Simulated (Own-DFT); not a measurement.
# Computed records: GaN (wurtzite, atoms displaced)

A calculation, not a measurement: plane-wave PBE density functional theory by an unreviewed code, no spin, of a simulated periodic cell, stress positive in tension, free energy of the whole cell less one offset for each atom, forces on such cells passed a denser k mesh, this cell's mesh not checked; offsets are fitted by least squares, one for each functional and potential file, so energies compare only between cells with the same atoms and settings and are not formation energies; the far tail of each file's local potential was reset to the Coulomb form; each entry is a single point on an unrelaxed cell, so the pressure reflects the starting lattice, mostly measured values (interpolated for alloys), from which strain is counted, and rises with the displacements; printed positions are rounded, which can move forces by about a meV/angstrom; the program, named Own-DFT, is a retired in-house code; no spin-orbit coupling. Program: Own-DFT development build.

Settings shared by all entries: functional PBE; potential files PseudoDojo norm-conserving, scalar-relativistic, standard set; wave cutoff 42 hartree; occupations Fermi-Dirac; smearing width 0.1 eV; k mesh 3 x 4 x 3 centred on Gamma.

```yaml
- entry: 1
  formula: GaN
  kind: "wurtzite, atoms displaced"
  structure:
    cell_angstrom: [[12.756, 0.0, 0.0], [-4.7835, 8.2853, 0.0], [0.0, 0.0, 10.37]]
    atoms_fractional:
      - [Ga, 0.08461, 0.22611, 0.99865]
      - [Ga, 0.16905, 0.11347, 0.24717]
      - ["N", 0.08221, 0.21965, 0.18777]
      - ["N", 0.16843, 0.11006, 0.43948]
      - [Ga, 0.08353, 0.22087, 0.49784]
      - [Ga, 0.16951, 0.11628, 0.75386]
      - ["N", 0.08181, 0.22442, 0.69183]
      - ["N", 0.16925, 0.11277, 0.93796]
      - [Ga, 0.08342, 0.55481, 0.99992]
      - [Ga, 0.16273, 0.44452, 0.25443]
      - ["N", 0.08542, 0.55438, 0.18785]
      - ["N", 0.1666, 0.44386, 0.43687]
      - [Ga, 0.08526, 0.55878, 0.50023]
      - [Ga, 0.16488, 0.44109, 0.75096]
      - ["N", 0.08423, 0.55711, 0.69112]
      - ["N", 0.16408, 0.4391, 0.93578]
      - [Ga, 0.0832, 0.88945, 0.99867]
      - [Ga, 0.16629, 0.77646, 0.25157]
      - ["N", 0.08536, 0.88927, 0.18846]
      - ["N", 0.16577, 0.7786, 0.44121]
      - [Ga, 0.08432, 0.89099, 0.49975]
      - [Ga, 0.16353, 0.77811, 0.74774]
      - ["N", 0.08345, 0.8841, 0.69142]
      - ["N", 0.16595, 0.77721, 0.93625]
      - [Ga, 0.33116, 0.21888, 0.00242]
      - [Ga, 0.41506, 0.11184, 0.24875]
      - ["N", 0.33044, 0.21992, 0.1888]
      - ["N", 0.41635, 0.10982, 0.4376]
      - [Ga, 0.33278, 0.21866, 0.50016]
      - [Ga, 0.41497, 0.10931, 0.75199]
      - ["N", 0.33551, 0.22145, 0.6866]
      - ["N", 0.41958, 0.11079, 0.93801]
      - [Ga, 0.33254, 0.55481, 0.99936]
      - [Ga, 0.41609, 0.44324, 0.25368]
      - ["N", 0.33347, 0.55792, 0.18662]
      - ["N", 0.41757, 0.44948, 0.44072]
      - [Ga, 0.33421, 0.55735, 0.50079]
      - [Ga, 0.41423, 0.44223, 0.75043]
      - ["N", 0.33061, 0.55487, 0.68992]
      - ["N", 0.41901, 0.44581, 0.93619]
      - [Ga, 0.33459, 0.88824, 0.99803]
      - [Ga, 0.41529, 0.77969, 0.25009]
      - ["N", 0.33586, 0.8912, 0.18702]
      - ["N", 0.4144, 0.78027, 0.43853]
      - [Ga, 0.33337, 0.88507, 0.49836]
      - [Ga, 0.41675, 0.77651, 0.75203]
      - ["N", 0.33004, 0.88585, 0.68849]
      - ["N", 0.41276, 0.77831, 0.93816]
      - [Ga, 0.5863, 0.22397, 0.00038]
      - [Ga, 0.66831, 0.11307, 0.24793]
      - ["N", 0.58507, 0.22431, 0.18733]
      - ["N", 0.66862, 0.11324, 0.43785]
      - [Ga, 0.5818, 0.222, 0.50158]
      - [Ga, 0.66544, 0.11057, 0.75004]
      - ["N", 0.5803, 0.22212, 0.68864]
      - ["N", 0.66722, 0.11028, 0.94111]
      - [Ga, 0.58264, 0.55399, 0.00422]
      - [Ga, 0.66763, 0.44684, 0.25045]
      - ["N", 0.58573, 0.55413, 0.19201]
      - ["N", 0.66486, 0.44368, 0.43683]
      - [Ga, 0.58356, 0.55444, 0.49787]
      - [Ga, 0.66796, 0.44356, 0.74735]
      - ["N", 0.58624, 0.55481, 0.6884]
      - ["N", 0.66513, 0.4428, 0.93689]
      - [Ga, 0.58124, 0.88477, 0.00271]
      - [Ga, 0.66461, 0.77866, 0.25235]
      - ["N", 0.5853, 0.89134, 0.19035]
      - ["N", 0.66633, 0.7763, 0.43945]
      - [Ga, 0.58141, 0.88509, 0.4965]
      - [Ga, 0.66152, 0.77583, 0.74842]
      - ["N", 0.58273, 0.88994, 0.68817]
      - ["N", 0.66756, 0.77542, 0.93784]
      - [Ga, 0.83889, 0.22317, 0.99542]
      - [Ga, 0.91552, 0.10747, 0.24755]
      - ["N", 0.83223, 0.2209, 0.18858]
      - ["N", 0.91819, 0.11166, 0.43743]
      - [Ga, 0.83401, 0.22034, 0.49961]
      - [Ga, 0.91643, 0.10916, 0.75325]
      - ["N", 0.8324, 0.22051, 0.68669]
      - ["N", 0.91402, 0.10842, 0.93926]
      - [Ga, 0.83593, 0.55557, 0.99803]
      - [Ga, 0.9207, 0.44806, 0.24674]
      - ["N", 0.8315, 0.55426, 0.18869]
      - ["N", 0.9146, 0.44481, 0.43576]
      - [Ga, 0.83456, 0.55678, 0.50023]
      - [Ga, 0.91787, 0.44414, 0.74919]
      - ["N", 0.83436, 0.55442, 0.68852]
      - ["N", 0.91487, 0.44159, 0.93773]
      - [Ga, 0.83468, 0.8856, 0.00275]
      - [Ga, 0.91667, 0.77825, 0.24685]
      - ["N", 0.83374, 0.89177, 0.1925]
      - ["N", 0.92111, 0.77834, 0.43841]
      - [Ga, 0.83485, 0.88935, 0.50139]
      - [Ga, 0.9184, 0.776, 0.75032]
      - ["N", 0.83148, 0.89125, 0.68994]
      - ["N", 0.91963, 0.77539, 0.94045]
  results:
    "free_energy_of_cell_above_offsets [eV]": "19.093"
    "pressure [GPa]": 5.95
    "stress_xx [GPa]": -5.93
    "stress_yy [GPa]": -5.8
    "stress_zz [GPa]": -6.11
    "stress_yz [GPa]": -0.02
    "stress_xz [GPa]": 0.0
    "stress_xy [GPa]": 0.41
    force_element: [Ga, Ga, "N", "N", Ga, Ga, "N", "N", Ga, Ga, "N", "N", Ga, Ga, "N", "N", Ga, Ga, "N", "N", Ga, Ga, "N", "N", Ga, Ga, "N", "N", Ga, Ga, "N", "N", Ga, Ga, "N", "N", Ga, Ga, "N", "N", Ga, Ga, "N", "N", Ga, Ga, "N", "N", Ga, Ga, "N", "N", Ga, Ga, "N", "N", Ga, Ga, "N", "N", Ga, Ga, "N", "N", Ga, Ga, "N", "N", Ga, Ga, "N", "N", Ga, Ga, "N", "N", Ga, Ga, "N", "N", Ga, Ga, "N", "N", Ga, Ga, "N", "N", Ga, Ga, "N", "N", Ga, Ga, "N", "N"]
    "force_x [eV/angstrom]": [-0.024, -0.741, 0.061, -0.357, -0.011, -0.071, 0.591, -0.585, 0.028, 1.166, -0.416, 0.005, -0.505, -0.243, 0.059, 0.049, 0.685, 0.229, -0.206, 0.364, 0.08, 1.155, -0.999, 0.111, 0.847, 0.788, 0.564, -0.083, 0.15, 0.243, -0.643, -0.634, 0.068, -0.167, 0.002, 0.016, -0.326, 0.672, 0.437, -0.534, -0.876, 0.462, -0.648, 0.865, -0.799, -0.507, 0.44, 1.159, -0.059, -0.278, -0.452, -0.352, 0.403, -0.016, 0.486, 0.241, 0.344, 0.421, -1.042, 0.439, 0.095, -0.248, -0.871, 0.431, 0.261, 0.466, -0.459, 0.136, 0.03, 0.812, -0.302, -0.296, -1.399, -0.234, 0.662, 0.033, -0.166, -0.422, 0.113, 1.189, -0.808, -0.786, 0.582, 0.783, -0.21, -0.063, -0.029, 0.563, -0.477, 0.223, -0.001, -0.877, 0.048, -0.795, 0.622, -0.661]
    "force_y [eV/angstrom]": [-0.97, -0.593, 0.461, 0.317, 0.047, -0.599, -0.691, -0.162, 0.196, -0.41, 0.489, 0.173, -0.673, 0.688, -0.417, 0.953, 0.013, 0.364, -0.023, -0.027, -0.142, -0.324, 1.431, -0.033, 0.579, 0.093, 0.714, -0.053, 0.533, -0.241, 0.044, 0.096, -0.119, 0.371, -0.438, -0.823, -0.056, 0.353, -0.058, -0.413, 0.32, -0.118, -0.237, -0.696, 0.837, 0.263, 0.217, -0.511, -0.107, 0.238, -0.142, -0.495, -0.088, 0.209, -0.218, -0.215, 0.049, -0.703, 0.349, 0.097, 0.07, 0.032, -0.05, 0.476, 0.39, -0.167, -0.477, 0.212, 0.839, 0.008, -0.269, 0.109, -0.384, 0.955, 0.507, -0.222, 0.346, 0.106, 0.15, -0.243, -0.58, -0.728, 0.419, 0.02, -0.221, -0.294, 0.114, 0.44, 0.01, -0.096, -1.039, 0.033, -0.061, 0.216, -0.649, 0.33]
    "force_z [eV/angstrom]": [0.372, 0.624, -0.017, -0.398, 0.525, -0.945, -0.705, 0.395, -0.414, -0.917, -0.195, 0.773, 0.277, -0.324, -0.544, 0.502, 0.263, -0.169, -0.14, -0.562, 0.482, 0.544, -0.616, 0.43, -0.525, 0.095, -0.023, -0.098, -0.054, -0.249, 0.33, 0.398, -0.072, -0.475, 0.478, -0.15, 0.14, -0.41, -0.196, 0.673, 0.202, -0.163, 0.102, -0.32, 0.735, -0.434, -0.095, 0.116, -0.069, 0.366, 0.292, 0.058, -0.352, 0.189, 0.0, -0.405, -0.554, 0.073, -0.225, 0.407, 0.616, 0.506, -0.306, 0.133, -0.422, -0.144, -0.052, -0.027, 0.427, 0.26, -0.299, 0.38, 0.999, 0.463, -0.473, -0.042, -0.204, -0.498, 0.462, 0.077, 0.353, 0.387, -0.378, 0.256, -0.24, -0.18, -0.039, -0.054, -0.248, 0.525, -0.641, -0.169, -0.072, -0.064, 0.001, -0.318]
- entry: 2
  formula: GaN
  kind: "wurtzite, atoms displaced"
  structure:
    cell_angstrom: [[12.756, 0.0, 0.0], [-4.7835, 8.2853, 0.0], [0.0, 0.0, 10.37]]
    atoms_fractional:
      - [Ga, 0.08238, 0.22317, 0.00056]
      - [Ga, 0.16814, 0.11258, 0.24833]
      - ["N", 0.0832, 0.22441, 0.188]
      - ["N", 0.16811, 0.10995, 0.43751]
      - [Ga, 0.08203, 0.22067, 0.50119]
      - [Ga, 0.16815, 0.10927, 0.75045]
      - ["N", 0.08206, 0.22277, 0.68674]
      - ["N", 0.16758, 0.11363, 0.93911]
      - [Ga, 0.08103, 0.5534, 0.99874]
      - [Ga, 0.16735, 0.44187, 0.24946]
      - ["N", 0.08318, 0.55357, 0.18773]
      - ["N", 0.16701, 0.44251, 0.44074]
      - [Ga, 0.08412, 0.55882, 0.50352]
      - [Ga, 0.16371, 0.44019, 0.75387]
      - ["N", 0.08314, 0.55578, 0.68632]
      - ["N", 0.1642, 0.4414, 0.93756]
      - [Ga, 0.08232, 0.88624, 0.99959]
      - [Ga, 0.16624, 0.77688, 0.25027]
      - ["N", 0.08598, 0.89092, 0.18843]
      - ["N", 0.16866, 0.77978, 0.43924]
      - [Ga, 0.08434, 0.89198, 0.49964]
      - [Ga, 0.16764, 0.78128, 0.75041]
      - ["N", 0.08531, 0.88949, 0.68499]
      - ["N", 0.16543, 0.7751, 0.93696]
      - [Ga, 0.32994, 0.21699, 0.00073]
      - [Ga, 0.41905, 0.11202, 0.24852]
      - ["N", 0.33364, 0.22115, 0.19055]
      - ["N", 0.41804, 0.11356, 0.43773]
      - [Ga, 0.33371, 0.2216, 0.49798]
      - [Ga, 0.41873, 0.11412, 0.7496]
      - ["N", 0.33565, 0.2221, 0.68908]
      - ["N", 0.41603, 0.11044, 0.93982]
      - [Ga, 0.33481, 0.55798, 0.00049]
      - [Ga, 0.41683, 0.44319, 0.25186]
      - ["N", 0.33488, 0.55641, 0.1875]
      - ["N", 0.41467, 0.44312, 0.43783]
      - [Ga, 0.3329, 0.5598, 0.49842]
      - [Ga, 0.41886, 0.44625, 0.75053]
      - ["N", 0.33473, 0.55637, 0.6868]
      - ["N", 0.41293, 0.44461, 0.93715]
      - [Ga, 0.33466, 0.88987, 1.0]
      - [Ga, 0.41603, 0.78001, 0.24796]
      - ["N", 0.33621, 0.88729, 0.18708]
      - ["N", 0.41501, 0.77166, 0.43852]
      - [Ga, 0.3344, 0.88796, 0.49861]
      - [Ga, 0.41616, 0.77738, 0.75128]
      - ["N", 0.3331, 0.88801, 0.69056]
      - ["N", 0.4171, 0.78044, 0.93971]
      - [Ga, 0.58357, 0.22045, 0.00187]
      - [Ga, 0.66737, 0.11785, 0.25306]
      - ["N", 0.58321, 0.22143, 0.18944]
      - ["N", 0.66874, 0.11086, 0.43645]
      - [Ga, 0.5842, 0.22354, 0.49855]
      - [Ga, 0.66717, 0.11168, 0.75117]
      - ["N", 0.58338, 0.21555, 0.68959]
      - ["N", 0.6691, 0.11542, 0.93998]
      - [Ga, 0.58174, 0.55393, 0.99743]
      - [Ga, 0.66762, 0.44533, 0.25351]
      - ["N", 0.58127, 0.55822, 0.1876]
      - ["N", 0.66605, 0.44597, 0.4362]
      - [Ga, 0.58293, 0.55579, 0.49531]
      - [Ga, 0.67005, 0.44245, 0.75156]
      - ["N", 0.58625, 0.56181, 0.68905]
      - ["N", 0.66589, 0.44575, 0.93931]
      - [Ga, 0.58516, 0.88926, 0.00277]
      - [Ga, 0.66441, 0.77798, 0.24954]
      - ["N", 0.58314, 0.89135, 0.18766]
      - ["N", 0.66702, 0.77187, 0.4372]
      - [Ga, 0.58401, 0.88872, 0.50048]
      - [Ga, 0.66928, 0.77654, 0.75256]
      - ["N", 0.58237, 0.88798, 0.68533]
      - ["N", 0.66282, 0.77761, 0.9365]
      - [Ga, 0.83408, 0.22302, 0.99881]
      - [Ga, 0.91756, 0.11147, 0.24992]
      - ["N", 0.83043, 0.2208, 0.18943]
      - ["N", 0.91686, 0.11564, 0.43684]
      - [Ga, 0.83289, 0.22115, 0.50136]
      - [Ga, 0.91754, 0.11188, 0.74975]
      - ["N", 0.83132, 0.22296, 0.69131]
      - ["N", 0.91806, 0.11239, 0.94171]
      - [Ga, 0.83241, 0.55643, 0.99987]
      - [Ga, 0.91214, 0.44269, 0.24806]
      - ["N", 0.8339, 0.55858, 0.19159]
      - ["N", 0.91696, 0.44395, 0.44113]
      - [Ga, 0.83525, 0.56105, 0.50042]
      - [Ga, 0.91608, 0.44781, 0.74763]
      - ["N", 0.83336, 0.55641, 0.68915]
      - ["N", 0.9149, 0.44659, 0.93567]
      - [Ga, 0.83323, 0.89079, 0.00314]
      - [Ga, 0.91452, 0.77768, 0.25276]
      - ["N", 0.83689, 0.89308, 0.18847]
      - ["N", 0.91683, 0.78013, 0.4395]
      - [Ga, 0.83548, 0.8905, 0.50041]
      - [Ga, 0.91757, 0.77385, 0.75038]
      - ["N", 0.83363, 0.88935, 0.68566]
      - ["N", 0.91674, 0.77263, 0.93796]
  results:
    "free_energy_of_cell_above_offsets [eV]": "19.011"
    "pressure [GPa]": 5.95
    "stress_xx [GPa]": -5.42
    "stress_yy [GPa]": -5.8
    "stress_zz [GPa]": -6.63
    "stress_yz [GPa]": 0.08
    "stress_xz [GPa]": 0.04
    "stress_xy [GPa]": 0.07
    force_element: [Ga, Ga, "N", "N", Ga, Ga, "N", "N", Ga, Ga, "N", "N", Ga, Ga, "N", "N", Ga, Ga, "N", "N", Ga, Ga, "N", "N", Ga, Ga, "N", "N", Ga, Ga, "N", "N", Ga, Ga, "N", "N", Ga, Ga, "N", "N", Ga, Ga, "N", "N", Ga, Ga, "N", "N", Ga, Ga, "N", "N", Ga, Ga, "N", "N", Ga, Ga, "N", "N", Ga, Ga, "N", "N", Ga, Ga, "N", "N", Ga, Ga, "N", "N", Ga, Ga, "N", "N", Ga, Ga, "N", "N", Ga, Ga, "N", "N", Ga, Ga, "N", "N", Ga, Ga, "N", "N", Ga, Ga, "N", "N"]
    "force_x [eV/angstrom]": [0.425, -0.261, 0.324, -0.521, 0.328, -0.306, 0.504, -0.406, 0.112, -0.211, -0.331, -0.438, 0.32, 0.421, -0.015, 0.14, 0.165, 0.281, -0.511, -0.277, 0.327, 0.339, -0.493, 0.115, 0.345, -0.436, 0.132, 0.297, -0.101, 0.001, -0.35, 0.162, -0.411, -0.284, -0.154, 0.154, 0.308, -0.226, -0.427, 0.673, -0.34, 0.729, -1.073, 0.051, 0.07, 0.217, 0.027, 0.332, -0.256, 0.408, -0.098, -0.509, 0.181, 0.201, -0.408, -0.098, -0.47, -0.584, 0.776, 0.53, -0.321, -1.105, 0.524, 0.222, -0.619, 0.256, 0.166, -0.268, 0.109, -0.676, 0.386, 1.022, -0.107, -0.348, 0.451, 0.336, -0.054, -0.282, 0.574, -0.257, 0.034, 1.019, -0.282, -0.397, 0.075, 0.622, -0.061, 0.197, 0.137, 0.655, -0.538, 0.327, -0.646, -0.334, 0.461, -0.678]
    "force_y [eV/angstrom]": [-0.057, -0.119, -0.479, 0.282, 0.288, 0.474, -0.452, -0.744, 0.11, 0.626, 0.014, 0.189, -0.456, 0.75, 0.126, 0.482, 0.286, -0.091, -0.355, -0.092, -0.272, -0.565, -0.072, 0.351, 0.88, -0.384, 0.1, -0.43, 0.204, -0.618, 0.164, 0.262, -0.139, 0.185, -0.163, 0.153, -1.236, 0.076, -0.304, -0.408, -0.291, -0.603, 0.49, 1.515, 0.234, -0.07, 0.366, -0.135, 0.28, -1.007, 0.689, -0.01, -0.182, -0.803, 1.161, -0.629, 0.045, 0.166, -0.399, -0.152, -0.353, -0.05, -1.248, -0.374, 0.371, 0.294, 0.238, 1.197, -0.348, 0.618, 0.143, 0.115, 0.287, 0.466, 0.217, -0.703, 0.395, -0.147, 0.039, -0.319, -0.374, 0.184, -0.202, 0.304, -0.75, -0.381, -0.027, -0.281, -0.459, 0.455, -0.599, 0.063, 0.155, 0.902, 0.032, 0.911]
    "force_z [eV/angstrom]": [0.091, 0.229, 0.018, -0.016, -0.4, -0.157, 0.496, -0.151, 0.152, 0.425, 0.08, -0.432, -0.88, -0.966, 0.94, 0.463, 0.139, -0.096, 0.021, -0.194, -0.322, -0.201, 0.589, 0.301, 0.086, 0.226, -0.409, -0.055, 0.41, 0.191, -0.269, -0.128, -0.109, -0.343, 0.195, 0.221, 0.563, -0.393, 0.419, 0.308, -0.154, 0.387, 0.168, -0.548, 0.429, -0.179, -0.426, -0.108, -0.197, -0.554, -0.101, 0.62, 0.318, 0.115, -0.434, -0.143, 0.337, -1.004, -0.11, 0.8, 0.987, -0.321, -0.357, 0.026, -0.412, -0.02, 0.519, -0.097, -0.31, -0.749, 0.753, 0.657, 0.272, 0.019, -0.363, 0.25, 0.172, 0.18, -0.315, -0.613, 0.417, 0.613, -0.553, -0.349, -0.147, 0.125, -0.447, 0.317, -0.654, -0.342, 0.198, -0.063, -0.284, -0.136, 0.728, 0.039]
- entry: 3
  formula: GaN
  kind: "wurtzite, atoms displaced"
  structure:
    cell_angstrom: [[12.756, 0.0, 0.0], [-4.7835, 8.2853, 0.0], [0.0, 0.0, 10.37]]
    atoms_fractional:
      - [Ga, 0.08557, 0.22376, 0.9986]
      - [Ga, 0.16359, 0.11044, 0.2517]
      - ["N", 0.08161, 0.22232, 0.19326]
      - ["N", 0.16436, 0.11068, 0.4392]
      - [Ga, 0.0822, 0.22184, 0.5024]
      - [Ga, 0.16412, 0.10863, 0.74883]
      - ["N", 0.0801, 0.21994, 0.68932]
      - ["N", 0.16846, 0.11249, 0.93962]
      - [Ga, 0.08277, 0.55811, 0.99991]
      - [Ga, 0.16874, 0.4448, 0.24908]
      - ["N", 0.08603, 0.55589, 0.18908]
      - ["N", 0.16583, 0.44683, 0.43689]
      - [Ga, 0.08278, 0.55444, 0.50272]
      - [Ga, 0.16622, 0.447, 0.75024]
      - ["N", 0.0847, 0.55384, 0.68813]
      - ["N", 0.16475, 0.44544, 0.9406]
      - [Ga, 0.08498, 0.89064, 0.00085]
      - [Ga, 0.1678, 0.77909, 0.24948]
      - ["N", 0.08153, 0.89116, 0.18882]
      - ["N", 0.16815, 0.7788, 0.43638]
      - [Ga, 0.08316, 0.88686, 0.50385]
      - [Ga, 0.16754, 0.77819, 0.74842]
      - ["N", 0.08609, 0.88862, 0.68772]
      - ["N", 0.17245, 0.78142, 0.9387]
      - [Ga, 0.33398, 0.22553, 0.99821]
      - [Ga, 0.41816, 0.11368, 0.24817]
      - ["N", 0.33595, 0.222, 0.1887]
      - ["N", 0.41325, 0.10864, 0.43869]
      - [Ga, 0.33366, 0.2206, 0.49952]
      - [Ga, 0.41393, 0.10968, 0.75014]
      - ["N", 0.33117, 0.21974, 0.68746]
      - ["N", 0.41635, 0.10946, 0.93692]
      - [Ga, 0.3355, 0.55964, 0.99658]
      - [Ga, 0.41505, 0.44265, 0.24771]
      - ["N", 0.33686, 0.56093, 0.18858]
      - ["N", 0.41402, 0.44277, 0.44271]
      - [Ga, 0.33455, 0.55711, 0.4995]
      - [Ga, 0.41555, 0.442, 0.75087]
      - ["N", 0.33577, 0.55745, 0.68804]
      - ["N", 0.41762, 0.44636, 0.93635]
      - [Ga, 0.33171, 0.88692, 0.99712]
      - [Ga, 0.41585, 0.77665, 0.25157]
      - ["N", 0.33134, 0.88849, 0.19137]
      - ["N", 0.41679, 0.77778, 0.4372]
      - [Ga, 0.32976, 0.88509, 0.50134]
      - [Ga, 0.41682, 0.7784, 0.74951]
      - ["N", 0.33324, 0.88359, 0.68513]
      - ["N", 0.41659, 0.77624, 0.93908]
      - [Ga, 0.58671, 0.22662, 0.99878]
      - [Ga, 0.66741, 0.10648, 0.25094]
      - ["N", 0.58252, 0.22534, 0.18622]
      - ["N", 0.66744, 0.11302, 0.4409]
      - [Ga, 0.58523, 0.22408, 0.50145]
      - [Ga, 0.66765, 0.11085, 0.75093]
      - ["N", 0.58225, 0.22352, 0.68815]
      - ["N", 0.66671, 0.11245, 0.93772]
      - [Ga, 0.58373, 0.55605, 0.00053]
      - [Ga, 0.66606, 0.44202, 0.25325]
      - ["N", 0.58531, 0.55345, 0.18906]
      - ["N", 0.66437, 0.44352, 0.43972]
      - [Ga, 0.58488, 0.55455, 0.50236]
      - [Ga, 0.66694, 0.44577, 0.7503]
      - ["N", 0.58395, 0.55823, 0.68729]
      - ["N", 0.66821, 0.44719, 0.94204]
      - [Ga, 0.58125, 0.88503, 0.00203]
      - [Ga, 0.66841, 0.77798, 0.24986]
      - ["N", 0.58482, 0.88851, 0.18949]
      - ["N", 0.66658, 0.77698, 0.43963]
      - [Ga, 0.58161, 0.8903, 0.49891]
      - [Ga, 0.66723, 0.77843, 0.75007]
      - ["N", 0.58333, 0.89036, 0.68977]
      - ["N", 0.66944, 0.77718, 0.93794]
      - [Ga, 0.83359, 0.22428, 0.00014]
      - [Ga, 0.9158, 0.10954, 0.25321]
      - ["N", 0.83264, 0.22336, 0.18991]
      - ["N", 0.91784, 0.1101, 0.43831]
      - [Ga, 0.83276, 0.22002, 0.49802]
      - [Ga, 0.91614, 0.11273, 0.74924]
      - ["N", 0.83226, 0.21977, 0.685]
      - ["N", 0.91967, 0.11223, 0.93817]
      - [Ga, 0.83463, 0.55469, 0.99862]
      - [Ga, 0.91646, 0.44511, 0.25107]
      - ["N", 0.83319, 0.55713, 0.18999]
      - ["N", 0.91547, 0.44336, 0.43731]
      - [Ga, 0.8302, 0.55254, 0.49932]
      - [Ga, 0.9151, 0.44321, 0.75167]
      - ["N", 0.83303, 0.56003, 0.69101]
      - ["N", 0.91557, 0.44062, 0.93824]
      - [Ga, 0.83525, 0.88815, 0.00118]
      - [Ga, 0.91705, 0.77682, 0.24874]
      - ["N", 0.83266, 0.89192, 0.18611]
      - ["N", 0.9176, 0.78036, 0.44124]
      - [Ga, 0.83525, 0.88859, 0.50072]
      - [Ga, 0.91786, 0.78181, 0.74709]
      - ["N", 0.83432, 0.89213, 0.68881]
      - ["N", 0.91807, 0.77934, 0.94041]
  results:
    "free_energy_of_cell_above_offsets [eV]": "18.861"
    "pressure [GPa]": 5.89
    "stress_xx [GPa]": -5.62
    "stress_yy [GPa]": -5.91
    "stress_zz [GPa]": -6.14
    "stress_yz [GPa]": -0.16
    "stress_xz [GPa]": -0.05
    "stress_xy [GPa]": 0.03
    force_element: [Ga, Ga, "N", "N", Ga, Ga, "N", "N", Ga, Ga, "N", "N", Ga, Ga, "N", "N", Ga, Ga, "N", "N", Ga, Ga, "N", "N", Ga, Ga, "N", "N", Ga, Ga, "N", "N", Ga, Ga, "N", "N", Ga, Ga, "N", "N", Ga, Ga, "N", "N", Ga, Ga, "N", "N", Ga, Ga, "N", "N", Ga, Ga, "N", "N", Ga, Ga, "N", "N", Ga, Ga, "N", "N", Ga, Ga, "N", "N", Ga, Ga, "N", "N", Ga, Ga, "N", "N", Ga, Ga, "N", "N", Ga, Ga, "N", "N", Ga, Ga, "N", "N", Ga, Ga, "N", "N", Ga, Ga, "N", "N"]
    "force_x [eV/angstrom]": [-0.327, 0.568, 0.273, 0.287, 0.262, 0.151, 0.49, -0.156, 0.252, -0.119, -0.668, 0.353, -0.121, 0.785, -0.911, 0.499, 0.046, -0.428, 0.593, -0.662, 0.145, 0.279, -0.426, -1.434, 0.481, 0.082, -1.075, 0.854, -0.5, 0.381, -0.063, 0.041, -0.31, 0.39, -0.069, 0.597, -0.283, 0.099, -0.417, 0.001, 0.886, -0.057, 0.627, -0.158, 0.546, 0.392, -0.451, -0.07, -0.461, -0.752, 0.862, -0.134, -0.726, -0.428, 0.224, 0.24, 0.113, 0.03, -0.568, 0.408, -0.943, -0.275, 0.063, 0.015, 0.483, -0.096, -0.347, 0.022, 0.475, -0.111, 0.108, -0.518, 0.386, -0.118, 0.256, -0.411, 0.237, -0.074, -0.126, -0.513, -0.233, 0.296, 0.187, -0.006, 0.387, 0.049, 0.511, 0.016, -0.305, -0.47, 0.507, 0.231, -0.637, 0.015, 0.034, 0.44]
    "force_y [eV/angstrom]": [-0.094, 0.288, 0.097, -0.14, 0.399, 0.474, 0.498, -0.094, -0.104, 0.101, 0.067, -0.279, 0.187, -0.472, 0.289, 0.206, -0.042, -0.121, -0.3, -0.48, 0.311, -0.243, -0.137, -0.675, -0.362, -0.52, 0.006, 0.134, 0.029, -0.105, 0.082, 0.348, -0.715, 0.328, -0.799, 0.178, -0.251, 0.222, -0.357, -0.015, 0.713, 0.602, 0.253, 0.121, 0.475, -0.136, 0.597, 0.549, -0.549, 0.774, -0.599, -0.259, -0.592, 0.106, -0.104, -0.355, 0.079, 0.208, 0.28, -0.031, 0.219, -0.034, -0.389, -0.052, 0.548, -0.416, -0.271, 0.224, -0.263, 0.119, -0.128, 0.148, -0.905, 0.322, -0.088, -0.008, 0.205, -0.141, 0.568, -0.046, 0.338, 0.147, -0.307, 0.13, 0.478, 0.02, -0.482, 0.756, 0.441, 0.336, -0.352, -0.712, 0.065, -0.07, -0.225, -0.25]
    "force_z [eV/angstrom]": [0.643, -0.001, -0.903, 0.267, -0.43, 0.252, 0.074, -0.387, 0.306, 0.116, -0.229, 0.436, -0.805, 0.154, 0.339, -0.364, -0.021, 0.041, -0.096, 0.493, -1.046, 0.306, 0.487, -0.497, 0.349, 0.412, -0.329, -0.036, -0.089, -0.256, 0.274, 0.216, 0.58, 0.678, -0.48, -0.776, 0.068, -0.632, 0.24, 0.367, 1.049, -0.213, -0.788, 0.32, -0.713, 0.088, 0.699, -0.329, 0.08, -0.107, 0.386, -0.513, -0.129, -0.222, 0.334, 0.284, 0.174, -0.496, 0.049, -0.046, -0.415, 0.291, 0.564, -0.776, -0.342, 0.235, -0.047, -0.079, 0.338, -0.045, -0.238, 0.161, 0.295, -0.519, -0.135, 0.3, 0.042, 0.41, 0.427, 0.066, 0.412, -0.269, -0.242, 0.504, 0.213, -0.608, -0.393, -0.027, -0.341, 0.395, 0.585, -0.43, -0.016, 0.675, -0.047, -0.57]
```
